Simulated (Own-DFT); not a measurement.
# Shaking the atoms of diamond germanium, 16 atoms (Ge16)

All numbers below are calculated, not measured. They come from Own-DFT, an in-house plane-wave density functional program, since retired, whose code no person has reviewed. Each row is one single-point run on a periodic cell that was not relaxed, without spin or spin-orbit coupling.

Settings of every run: PBE; PseudoDojo norm-conserving scalar-relativistic files; cutoff 42 hartree; 5 x 5 x 5 k mesh centred on Gamma; Fermi-Dirac smearing of 0.1 eV.

Known limits: k mesh not checked against a denser one; stress not checked against mesh or cutoff.

Cell vectors in Å: (0.000, 5.658, 5.658); (5.658, 0.000, 5.658); (5.658, 5.658, 0.000). In each run every atom was moved at random and independently from its ideal site; u is the rms move along one axis. E is the free energy for each atom above the fitted value at u = 0, and F the rms of the force components.

| run | u (Å) | E (meV/atom) | F (eV/Å) | largest force (eV/Å) | P (GPa) |
|---|---|---|---|---|---|
| 1 | 0.0170 | 4.5 | 0.261 | 0.74 | 3.88 |
| 2 | 0.0186 | 4.9 | 0.270 | 0.85 | 3.87 |
| 3 | 0.0221 | 7.0 | 0.309 | 0.76 | 3.89 |
| 4 | 0.0507 | ? | ? | ? | ? |
| 5 | 0.0542 | 46.0 | 0.754 | 2.19 | 4.39 |
| 6 | 0.0934 | 119.7 | 1.191 | 3.77 | 5.37 |
| 7 | 0.1007 | 154.1 | 1.639 | 5.39 | 5.77 |
| 8 | 0.1441 | 410.0 | 2.547 | 8.58 | 9.19 |

## Worked fit

For small independent moves the energy grows as E = (3/2) K u², with K the mean stiffness felt by one atom. The runs with u up to 0.11 Å give K = 9.8 ± 0.3 eV/Å², with residuals divided by u² + 0.0006 Å², since the noise grows with the moves. The scatter is 2.1 meV/atom at u = 0.05 Å. The forces follow F = G u with G = 14.5 eV/Å²; no force at u = 0 is resolved. G exceeds K because the moves of its neighbours add to the force on an atom, and stiffness differs between atoms. At u = 0.144 Å the parabola gives 306 meV/atom and the run 410. The pressure follows P = 3.81 + 187 u² GPa: at fixed volume, shortened bonds push harder than stretched ones pull.

## Withheld run

Question: what energy and rms force should run 4 give?

The fit gives 38 ± 2 meV/atom and about 0.74 eV/Å. The calculation gave 41.1 meV/atom and 0.705 eV/Å.
